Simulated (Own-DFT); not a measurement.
# One host, several defects: monoclinic HfO2

Calculated, not measured: single-point runs of Own-DFT, a retired in-house plane-wave DFT program that no person has reviewed, on unrelaxed cells, without spin or spin-orbit coupling.

Common settings: PBE; PseudoDojo norm-conserving scalar-relativistic files; cutoff 72 hartree; 2 x 2 x 2 k mesh centred on Gamma; Fermi-Dirac smearing of 0.1 eV.

Keep in mind (not all hold for every row): a neutral cation vacancy leaves holes that likely carry spin, which these runs leave out; not probed for a lower state with spin; hafnium file: forces about 75 meV/angstrom off all-electron values; oxygen file: force components 24 meV/angstrom off all-electron in a glass; forces on such cells passed a denser k mesh, each cell not checked; stress not checked against mesh or cutoff.

All runs share one cell, with vectors in Å (10.234, 0.000, 0.000); (0.000, 10.350, 0.000); (-1.696, 0.000, 10.445) and a volume of 1106.4 Å³. Atoms were moved at random from their sites; u is the rms move along one axis. The defect's site can differ from row to row.

```
                                      cell     formula   u (Å)  P (GPa)
                                 no defect     Hf32O64  0.0191     4.17
                                 no defect     Hf32O64  0.0509     6.26
                                 no defect     Hf32O64  0.0510     6.26
                           two O vacancies     Hf32O62  0.0294     3.74
                           two O vacancies     Hf32O62  0.0301        ?
                           two O vacancies     Hf32O62  0.0489     4.67
                           two O vacancies     Hf32O62  0.0507     4.58
two Al on a Hf site each and one O vacancy  Al2Hf30O63  0.0284     1.63
two Al on a Hf site each and one O vacancy  Al2Hf30O63  0.0309     2.15
two Al on a Hf site each and one O vacancy  Al2Hf30O63  0.0520     4.00
                            one Hf vacancy     Hf31O64  0.0306     4.29
                            one Hf vacancy     Hf31O64  0.0506     5.89
                            one Hf vacancy     Hf31O64  0.0527     6.12
                             one O vacancy     Hf32O63  0.0308     4.11
                             one O vacancy     Hf32O63  0.0314     4.35
                             one O vacancy     Hf32O63  0.0514     5.27
```

## What the rows give

P = P0 + c u² + a shift for each defect gives P0 = 3.94 GPa, c = 877 ± 81 GPa/Å² and a scatter of 0.27 GPa. The shifts, and each times the cell's volume:

- one Hf vacancy: -0.34 ± 0.22 GPa, -2.3 eV (not resolved)
- one O vacancy: -0.70 ± 0.22 GPa, -4.9 eV
- two O vacancies: -1.32 ± 0.22 GPa, -9.1 eV (-4.5 eV for each of its 2 sites)
- two Al on a Hf site each and one O vacancy: -2.65 ± 0.22 GPa, -18.3 eV

A positive shift means that the defect pushes the cell outwards. Shift times volume (160.2 GPa Å³ is 1 eV) depends little on the cell's size, so, taken for each site, it can be compared between cells at like pressure. The atoms around the defects weren't relaxed, which would change these numbers.

## Test on the hidden row

Asked: what pressure belongs in the blank (two O vacancies, u = 0.0301 Å)?

From the fit: 3.42 ± 0.32 GPa. Computed: 3.84 GPa.
